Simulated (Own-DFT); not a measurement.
# Computed records: SiGe3 (diamond-structure random alloy, atoms displaced)

A calculation, not a measurement: plane-wave PBEsol density functional theory by an unreviewed code, no spin, of a simulated periodic cell, stress positive in tension, free energy of the whole cell less one offset for each atom, forces on such cells passed a denser k mesh, this cell's mesh not checked; offsets are fitted by least squares, one for each functional and potential file, so energies compare only between cells with the same atoms and settings and are not formation energies; the far tail of each file's local potential was reset to the Coulomb form; each entry is a single point on an unrelaxed cell, so the pressure reflects the starting lattice, mostly measured values, from which strain is counted, and rises with the displacements; printed positions are rounded, which can move forces by about a meV/angstrom; the program is a retired in-house code; no spin-orbit coupling. Program: Own-DFT development build.

Common to all runs: functional PBEsol; potential files PseudoDojo norm-conserving, scalar-relativistic, made for PBE, standard set; wave cutoff 42 hartree; occupations Fermi-Dirac; smearing width 0.1 eV; hardware one NVIDIA H200; k mesh 3 x 3 x 3 centred on Gamma.

(1) SiGe3 (diamond-structure random alloy, atoms displaced)

```
SiGe3
1.0
     11.2025     0.0000     0.0000
      0.0000    11.2025     0.0000
      0.0000     0.0000    11.2025
Ge Si Ge Si Ge Si Ge Si Ge Si Ge Si Ge Si Ge Si Ge Si Ge Si Ge Si
9 2 8 1 9 2 4 2 6 1 2 2 1 1 3 1 2 1 2 2 2 1
Direct
  0.99779 0.99726 0.00003
  0.00732 0.24933 0.24663
  0.25421 0.00165 0.24704
  0.25000 0.25007 0.00036
  0.12634 0.12496 0.12497
  0.12490 0.37643 0.37172
  0.37160 0.12121 0.37144
  0.38193 0.37084 0.12920
  0.00037 0.99782 0.50187
  0.00445 0.25022 0.75277
  0.25593 0.00352 0.74404
  0.24972 0.25178 0.49948
  0.12736 0.12606 0.62263
  0.12300 0.37584 0.87866
  0.37320 0.12561 0.87625
  0.37353 0.37461 0.62853
  0.00378 0.49720 0.00075
  0.00124 0.74950 0.24692
  0.24974 0.49683 0.25004
  0.25515 0.74737 0.99854
  0.12411 0.62513 0.12208
  0.12294 0.87300 0.37833
  0.37490 0.62270 0.37898
  0.37134 0.87584 0.12403
  0.00340 0.50267 0.50302
  0.00114 0.75175 0.75023
  0.25377 0.50105 0.75322
  0.25235 0.75079 0.50284
  0.12145 0.62416 0.61906
  0.12535 0.87409 0.87535
  0.37469 0.62506 0.87098
  0.37341 0.87616 0.62059
  0.50000 0.00037 0.99883
  0.49666 0.24930 0.24853
  0.74790 0.00081 0.25168
  0.75297 0.24686 0.00400
  0.62797 0.12486 0.12807
  0.62518 0.37597 0.37160
  0.87871 0.12660 0.37601
  0.87348 0.37639 0.12845
  0.49589 0.00409 0.49883
  0.50072 0.25065 0.75135
  0.75006 0.00149 0.74708
  0.74404 0.24950 0.50183
  0.62558 0.12420 0.62490
  0.62534 0.37831 0.87038
  0.87465 0.12443 0.86695
  0.87473 0.37765 0.62543
  0.50216 0.49761 0.99343
  0.50099 0.75281 0.24878
  0.74875 0.49903 0.25040
  0.75374 0.75108 0.00060
  0.62548 0.62904 0.11921
  0.62745 0.87473 0.37620
  0.87833 0.62490 0.37576
  0.87496 0.87300 0.12779
  0.49900 0.49778 0.50309
  0.49784 0.75044 0.75094
  0.75544 0.50299 0.75353
  0.75333 0.74732 0.49664
  0.62272 0.62550 0.62270
  0.62375 0.87413 0.87459
  0.87648 0.62286 0.87419
  0.86863 0.87466 0.62660
```

The calculation gives: free energy of cell above offsets -1.551 eV; pressure 0.69 GPa; stress xx -0.67 GPa; stress yy -0.75 GPa; stress zz -0.66 GPa; stress yz -0.52 GPa; stress xz -0.08 GPa; stress xy -0.18 GPa; wall time 570.6 s.

Force:
```csv
element,x (eV/Å),y (eV/Å),z (eV/Å)
Ge,0.081,0.295,-0.551
Ge,-0.91,0.181,0.381
Ge,-1.209,-0.622,0.288
Ge,0.131,0.215,0.244
Ge,0.066,-0.407,-0.506
Ge,-0.042,-0.108,0.578
Ge,0.272,0.896,0.42
Ge,-0.925,0.871,-1.125
Ge,-0.569,-0.093,0.382
Si,-0.712,0.098,-0.602
Si,-0.852,-0.496,0.759
Ge,0.084,0.022,-0.32
Ge,-0.191,-0.058,0.623
Ge,0.553,-0.377,-0.62
Ge,0.119,-0.162,-0.411
Ge,0.421,0.05,-0.431
Ge,-0.915,0.348,0.205
Ge,0.073,-0.07,0.437
Ge,0.354,0.527,-0.282
Si,-0.626,0.151,-0.462
Ge,0.815,0.091,-0.045
Ge,0.574,0.196,-0.563
Ge,0.56,0.209,-0.481
Ge,0.728,-0.619,-0.156
Ge,-0.916,-1.105,-0.647
Ge,-0.244,0.208,-0.214
Ge,-0.908,0.168,-0.298
Ge,-0.468,-0.345,-0.517
Ge,1.026,0.559,1.327
Si,0.91,0.26,-0.168
Si,0.173,0.166,0.76
Ge,0.308,0.248,0.767
Ge,0.287,0.269,0.511
Ge,1.151,-0.858,0.534
Ge,0.149,-0.079,0.2
Si,-0.231,0.001,-0.721
Si,-0.313,0.147,-0.564
Ge,-0.478,-0.292,0.898
Ge,-0.439,0.288,0.156
Ge,0.306,-0.545,-0.484
Ge,0.855,-0.689,-0.287
Ge,-0.04,-0.238,-0.09
Ge,-0.021,-0.347,0.283
Si,0.998,0.482,-0.203
Ge,-0.363,0.342,-0.151
Ge,0.849,-0.91,0.603
Si,0.244,0.446,0.963
Si,0.12,-0.772,0.077
Ge,-0.558,0.593,0.461
Si,0.022,-0.118,0.387
Ge,0.014,0.767,-0.121
Ge,-0.041,-0.014,-0.451
Ge,-0.41,-0.284,0.618
Si,-0.393,-0.269,0.047
Ge,-0.234,-0.059,-0.162
Ge,-0.187,0.474,-0.068
Si,0.319,0.131,-0.045
Ge,0.161,-0.263,-0.557
Ge,-0.726,-0.132,-1.255
Si,-0.67,0.403,0.539
Si,0.419,-0.07,-0.033
Ge,0.337,0.159,0.038
Ge,0.576,0.523,0.556
Si,0.538,-0.382,-0.452
```

(2) SiGe3 (diamond-structure random alloy, atoms displaced)

```
SiGe3
1.0
     11.2025     0.0000     0.0000
      0.0000    11.2025     0.0000
      0.0000     0.0000    11.2025
Ge Si Ge Si Ge Si Ge Si Ge Si Ge Si Ge Si Ge Si Ge Si Ge Si Ge Si Ge
1 1 3 1 6 1 4 3 9 2 2 2 5 2 2 1 3 1 6 1 4 1 3
Direct
  0.00151 0.00318 0.00506
  0.00903 0.25360 0.24858
  0.24928 0.00034 0.25019
  0.24983 0.24697 0.99334
  0.12205 0.12482 0.12799
  0.12652 0.37755 0.37435
  0.37071 0.12470 0.37503
  0.37882 0.37533 0.12834
  0.99933 0.00013 0.49839
  0.00021 0.24341 0.74963
  0.24816 0.00170 0.75022
  0.24795 0.25111 0.49949
  0.12321 0.12407 0.62171
  0.12901 0.37507 0.87432
  0.37187 0.12593 0.87992
  0.37760 0.37817 0.62816
  0.99904 0.49979 0.00624
  0.99880 0.74943 0.24907
  0.25023 0.50055 0.24910
  0.25112 0.75163 0.00421
  0.12331 0.62492 0.12467
  0.12393 0.87236 0.37569
  0.37613 0.62655 0.36912
  0.37885 0.87537 0.12986
  0.00032 0.49695 0.49710
  0.00568 0.75036 0.74990
  0.25196 0.50384 0.74956
  0.25148 0.74973 0.50133
  0.12130 0.62756 0.62245
  0.12675 0.87420 0.87805
  0.38374 0.62681 0.87344
  0.37307 0.87900 0.62748
  0.50088 0.99657 0.00101
  0.49959 0.25176 0.24859
  0.74981 0.99644 0.25524
  0.74608 0.24821 0.00032
  0.62047 0.12649 0.12216
  0.62857 0.37484 0.37642
  0.87231 0.12434 0.37697
  0.87233 0.37410 0.12522
  0.50283 0.00087 0.50060
  0.50435 0.24845 0.74973
  0.74754 0.00332 0.75091
  0.75400 0.24740 0.50003
  0.62707 0.12592 0.62984
  0.62008 0.37461 0.87611
  0.87391 0.12643 0.87301
  0.87292 0.37293 0.62457
  0.49961 0.50092 0.00361
  0.49981 0.74907 0.25094
  0.75069 0.49767 0.24794
  0.74990 0.74785 0.99907
  0.62208 0.62374 0.13110
  0.62834 0.87380 0.36889
  0.87512 0.62103 0.37481
  0.87131 0.87321 0.12623
  0.49987 0.50402 0.49950
  0.50067 0.75023 0.74790
  0.74777 0.49819 0.74664
  0.75187 0.75140 0.50188
  0.62062 0.62707 0.62338
  0.62852 0.87150 0.86991
  0.87730 0.62292 0.87060
  0.87247 0.87230 0.62574
```

The calculation gives: free energy of cell above offsets -1.819 eV; pressure 0.64 GPa; stress xx -0.62 GPa; stress yy -0.7 GPa; stress zz -0.59 GPa; stress yz -0.35 GPa; stress xz 0.09 GPa; stress xy 0.02 GPa; wall time 606.9 s.

Force:
```csv
element,x (eV/Å),y (eV/Å),z (eV/Å)
Ge,-0.697,-0.973,-0.567
Si,-1.147,0.077,0.596
Ge,-0.14,-0.29,0.106
Ge,-0.238,0.666,1.539
Ge,0.729,0.458,-0.206
Si,0.286,-0.077,-0.339
Ge,1.002,0.17,0.075
Ge,-0.63,0.041,-0.459
Ge,0.016,-0.159,0.386
Ge,0.403,0.745,-0.322
Ge,-0.514,0.141,0.229
Ge,-0.091,0.245,0.327
Si,0.145,-0.081,0.105
Ge,-0.699,0.218,-0.102
Ge,1.166,-0.483,-1.128
Ge,0.088,-0.601,-0.183
Ge,0.009,-0.284,-0.983
Si,-0.29,0.116,-0.012
Si,-0.185,-0.147,0.065
Si,0.4,-0.25,-0.715
Ge,0.505,0.391,0.43
Ge,-0.112,-0.053,-0.335
Ge,-0.611,-0.428,0.573
Ge,-0.672,-0.12,-0.527
Ge,0.015,-0.115,0.216
Ge,-0.466,0.47,0.443
Ge,0.089,0.364,0.293
Ge,0.103,0.049,-0.229
Ge,0.554,-0.555,-0.108
Si,0.167,0.14,0.281
Si,-0.917,-0.051,0.898
Ge,0.5,-0.027,-0.513
Ge,-0.003,-0.088,-0.537
Si,0.152,-0.274,0.644
Si,0.253,0.656,-1.282
Ge,0.329,0.264,-0.264
Ge,0.406,-0.501,1.082
Ge,-0.569,-0.299,-0.153
Ge,0.834,0.068,-1.051
Ge,0.552,-0.642,0.146
Si,0.069,0.144,0.037
Si,-0.647,-0.124,0.126
Ge,0.317,-0.326,-0.292
Ge,-0.894,-0.005,0.444
Si,-0.486,0.03,-0.83
Ge,0.078,0.232,0.068
Ge,0.031,-0.329,0.691
Ge,0.571,-0.038,0.116
Si,-0.109,0.188,-0.377
Ge,0.199,0.269,-0.01
Ge,-0.104,0.156,0.419
Ge,0.174,-0.092,0.262
Ge,0.255,-0.136,-0.964
Ge,-0.485,0.208,1.154
Ge,0.117,0.612,-0.264
Si,0.321,0.207,0.28
Ge,0.153,-0.204,-0.125
Ge,-0.066,-0.09,-0.132
Ge,-0.431,0.397,0.039
Ge,-0.598,-0.733,-0.297
Si,0.625,-0.056,-0.026
Ge,-0.337,0.296,0.596
Ge,-0.024,-0.058,0.33
Ge,0.549,0.669,0.338
```

(3) SiGe3 (diamond-structure random alloy, atoms displaced)

```
SiGe3
1.0
     11.2025     0.0000     0.0000
      0.0000    11.2025     0.0000
      0.0000     0.0000    11.2025
Ge Si Ge Si Ge Si Ge Si Ge Si Ge Si Ge Si Ge Si Ge Si Ge Si Ge Si Ge Si Ge
6 1 2 2 5 1 1 1 8 1 2 3 2 1 6 1 5 2 2 1 5 1 2 1 2
Direct
  0.99696 0.00388 0.00037
  0.00009 0.24479 0.25234
  0.24769 0.99879 0.24709
  0.25011 0.25137 0.00425
  0.11815 0.12899 0.12730
  0.12578 0.37424 0.37642
  0.37495 0.12583 0.37776
  0.36970 0.37088 0.12773
  0.99923 0.00470 0.50085
  0.00038 0.25128 0.75203
  0.25136 0.99858 0.74711
  0.25111 0.25252 0.50031
  0.12421 0.12606 0.61984
  0.12908 0.37384 0.87621
  0.37617 0.12421 0.87614
  0.37264 0.37771 0.62279
  0.00239 0.49681 0.99978
  0.99985 0.74865 0.25011
  0.25326 0.49870 0.25056
  0.25069 0.75258 0.00009
  0.13123 0.62208 0.12554
  0.12501 0.87315 0.36958
  0.37752 0.62702 0.36916
  0.37470 0.87783 0.12771
  0.99985 0.50690 0.49886
  0.99796 0.75139 0.74755
  0.25213 0.49719 0.75254
  0.24875 0.75185 0.49664
  0.12382 0.62702 0.62235
  0.12720 0.87549 0.87084
  0.37380 0.63021 0.87470
  0.37260 0.88116 0.62628
  0.50016 0.00109 0.99850
  0.49905 0.24753 0.25245
  0.75431 0.00264 0.24639
  0.75176 0.24556 0.99622
  0.62545 0.12187 0.12389
  0.62397 0.37665 0.37999
  0.87263 0.12531 0.37441
  0.87786 0.37617 0.11898
  0.50000 0.00325 0.49838
  0.50258 0.25027 0.75175
  0.74999 0.99882 0.74908
  0.74872 0.24658 0.49983
  0.62339 0.12650 0.62821
  0.62423 0.37592 0.87526
  0.87252 0.12428 0.87553
  0.87247 0.37689 0.62665
  0.49838 0.50103 0.00087
  0.50043 0.74834 0.24946
  0.74807 0.49792 0.24952
  0.74866 0.75688 0.00121
  0.62952 0.62240 0.12707
  0.61944 0.87456 0.37342
  0.87793 0.62043 0.37659
  0.87808 0.87422 0.12519
  0.50055 0.49769 0.49975
  0.49995 0.74748 0.75372
  0.74527 0.50503 0.75550
  0.74645 0.75147 0.49886
  0.62526 0.62552 0.62400
  0.62553 0.87434 0.87168
  0.87470 0.62111 0.87672
  0.87344 0.87730 0.62509
```

Results for SiGe3 (diamond-structure random alloy, atoms displaced): free energy of cell above offsets -1.869 eV; pressure 0.62 GPa; stress xx -0.64 GPa; stress yy -0.58 GPa; stress zz -0.64 GPa; stress yz -0.09 GPa; stress xz -0.04 GPa; stress xy -0.07 GPa; wall time 612.4 s.

Force:
```csv
element,x (eV/Å),y (eV/Å),z (eV/Å)
Ge,0.532,-0.523,-0.256
Ge,-0.493,1.267,0.141
Ge,0.201,0.898,0.527
Ge,-0.276,-0.687,-0.429
Ge,0.886,-0.649,-0.504
Ge,-0.073,0.522,-0.388
Si,-0.374,-0.168,-0.414
Ge,1.008,0.915,0.039
Ge,-0.029,-0.809,-0.575
Si,-0.009,-0.117,-0.268
Si,-0.181,0.537,0.051
Ge,0.138,-0.416,-0.295
Ge,0.253,0.249,1.255
Ge,-0.771,-0.117,-0.008
Ge,-0.327,-0.21,-0.109
Ge,0.545,-0.437,0.481
Si,0.356,0.498,-0.136
Ge,0.097,-0.479,-0.227
Si,-0.312,-0.087,0.208
Ge,0.148,-0.133,-0.136
Ge,-0.555,-0.212,-0.106
Ge,-0.097,0.222,0.859
Ge,-0.399,-0.09,0.603
Ge,0.79,-0.315,-0.47
Ge,0.276,-1.336,0.527
Ge,-0.002,-0.27,0.29
Ge,-0.077,1.012,-0.127
Si,0.525,0.154,0.367
Ge,0.722,0.198,0.259
Ge,-0.262,0.384,0.218
Si,0.193,-0.849,0.517
Si,0.213,-0.888,-0.41
Si,0.283,-0.62,-0.117
Ge,0.054,-0.001,0.084
Ge,-0.535,-0.698,0.379
Si,-0.444,0.67,0.458
Ge,-0.051,0.491,-0.456
Ge,0.183,-0.613,-0.652
Ge,0.088,-0.084,0.201
Ge,-0.35,-0.676,0.303
Ge,-0.475,-0.175,0.427
Ge,-0.686,0.361,-0.184
Si,-0.323,0.021,0.254
Ge,0.078,0.472,0.314
Ge,0.43,-0.573,-0.092
Ge,0.26,0.183,0.567
Ge,0.049,0.138,-0.758
Ge,0.063,0.207,0.397
Si,-0.14,0.247,0.186
Si,0.35,-0.019,-0.686
Ge,0.395,-0.038,-0.009
Ge,-0.175,-0.827,-0.12
Si,-0.903,0.526,-0.42
Ge,0.448,0.158,-0.417
Ge,-0.979,0.859,-0.608
Ge,-0.031,0.14,-0.012
Ge,-0.354,0.779,0.08
Ge,-0.306,0.702,-0.612
Si,0.287,-0.519,-0.606
Ge,0.448,-0.06,-0.174
Ge,-0.042,-0.218,0.392
Si,-0.202,0.642,0.298
Ge,0.119,0.371,0.223
Ge,-0.185,0.09,-0.124
```
